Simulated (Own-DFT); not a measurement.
# A change of arrangement and its cost: In32P32, 64 atoms

These are calculations, not measurements. The program, named Own-DFT, is a retired in-house plane-wave density functional code that no person has reviewed. Each row is one single-point run on a periodic cell that was not relaxed, without spin or spin-orbit coupling.

Settings of every run: PBE; PseudoDojo norm-conserving scalar-relativistic files; cutoff 36 hartree; 3 x 3 x 3 k mesh centred on Gamma; Fermi-Dirac smearing of 0.1 eV.

Known limits, some of them of some rows only: not probed for a lower state with spin; forces on such cells moved up to 12 meV/angstrom on a denser k mesh; stress not checked against mesh or cutoff.

All cells hold the same atoms in the same cell, with vectors in Å (11.737, 0.000, 0.000); (0.000, 11.737, 0.000); (0.000, 0.000, 11.737). Every atom was moved at random from its ideal site; u is the rms move along one axis. The defect's site can differ from row to row. E is the free energy of the cell above the lowest run. The arrangements:

- A: zincblende InP
- B: zincblende InP, with one In on a P site and one P on an In site, 2.5 Å apart

| arrangement | u (Å) | E (eV) | P (GPa) |
|---|---|---|---|
| A | 0.0193 | 0.000 | 3.20 |
| A | 0.0209 | 0.050 | 3.21 |
| A | 0.0219 | 0.137 | 3.23 |
| A | 0.0491 | 1.942 | 3.58 |
| A | 0.0510 | 2.067 | 3.57 |
| A | 0.0526 | 2.094 | 3.61 |
| B | 0.0293 | 4.811 | 3.71 |
| B | 0.0308 | 4.465 | 3.64 |
| B | 0.0309 | 4.579 | 3.65 |
| B | 0.0497 | 5.618 | 3.82 |
| B | 0.0507 | 6.363 | 4.02 |
| B | 0.0515 | 5.777 | 3.89 |

Question: once the cost of the random moves is taken out, how do the arrangements rank?

## Worked answer

Fit E = a + b u², with one b for all and one a for each arrangement, and with residuals divided by u², since the noise grows with the moves. Then b = 864 eV/Å², the scatter at u = 0.04 Å is 0.23 eV, and against A:

- B: 4.13 ± 0.09 eV (higher)

These are energies of unrelaxed cells. Relaxing the atoms lowers the strained arrangements most, so the gaps would shrink and small ones could change sign.
